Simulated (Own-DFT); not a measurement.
# Strain and stress in diamond-structure SiGeSn with randomly placed atoms, 64 atoms (Ge52Si8Sn4)

These are calculations, not measurements. They come from Own-DFT, an in-house plane-wave density functional program, since retired, whose code no person has reviewed. Each row is one single-point run on a periodic cell that was not relaxed, without spin or spin-orbit coupling.

Settings of every run: PBE; PseudoDojo norm-conserving scalar-relativistic files; cutoff 49 hartree; 3 x 3 x 3 k mesh centred on Gamma; Fermi-Dirac smearing of 0.1 eV.

Known limits: forces on such cells moved up to 12 meV/angstrom on a denser k mesh; stress not checked against mesh or cutoff.

Unstrained cell vectors in Å: (11.363, 0.000, 0.000); (0.000, 11.363, 0.000); (0.000, 0.000, 11.363). The unstrained cell has measured lattice constants (interpolated for alloys), not those of this functional. That, the random moves and any unrelaxed bonds set the pressure at no strain. Each run strains this cell uniformly, with the atoms carried along. Every atom was also moved at random, by a Gaussian of width 0.05 Å on each axis. The random placing of the alloy's atoms differs from row to row. Strain is the symmetric tensor, in per cent. Stress is positive in tension, and the pressure is minus a third of its trace.

| run | e_xx (%) | e_yy (%) | e_zz (%) | s_xx (GPa) | s_yy (GPa) | s_zz (GPa) | P (GPa) | E (meV/atom) |
|---|---|---|---|---|---|---|---|---|
| 1 | -1.00 | -1.00 | 0.00 | -6.40 | -6.47 | -5.72 | 6.20 | 46.9 |
| 2 | 1.75 | 1.75 | 0.00 | -1.85 | -1.87 | -2.84 | 2.19 | 29.3 |
| 3 | 2.50 | 2.50 | 0.00 | -0.34 | -0.36 | -1.89 | 0.86 | 0.0 |
| 4 | 1.25 | 1.25 | 0.00 | -2.48 | -2.33 | -3.11 | 2.64 | 15.0 |
| 5 | -0.75 | -0.75 | 0.00 | -6.12 | -5.96 | -5.44 | 5.84 | 49.3 |
| 6 | 0.75 | 0.75 | 0.00 | -3.16 | -3.12 | -3.62 | 3.30 | 16.5 |
| 7 | 1.50 | 1.50 | 0.00 | -2.14 | -2.03 | -2.94 | 2.37 | 18.9 |
| 8 | -2.25 | -2.25 | 0.00 | -9.10 | -9.02 | -7.52 | 8.55 | 76.8 |
| 9 | 2.00 | 2.00 | 0.00 | ? | ? | ? | ? | ? |

E is the free energy for each atom above the lowest run shown.

## Worked fit

The change of volume is close to e_xx + e_yy + e_zz. A straight line through the runs shown gives P = 4.76 - 79 x (fractional change of volume) GPa, with an error of 2 on the slope and a scatter of 0.20 GPa. The strain isn't the same on all axes, but the crystal is cubic, so the slope still estimates the bulk modulus, averaged over pressures from 0.9 to 8.5 GPa.

## Withheld run

Question: what pressure should run 9 give? Its volume changes by 4.04 %.

The line gives 1.6 GPa. The calculation gave 1.71 GPa.
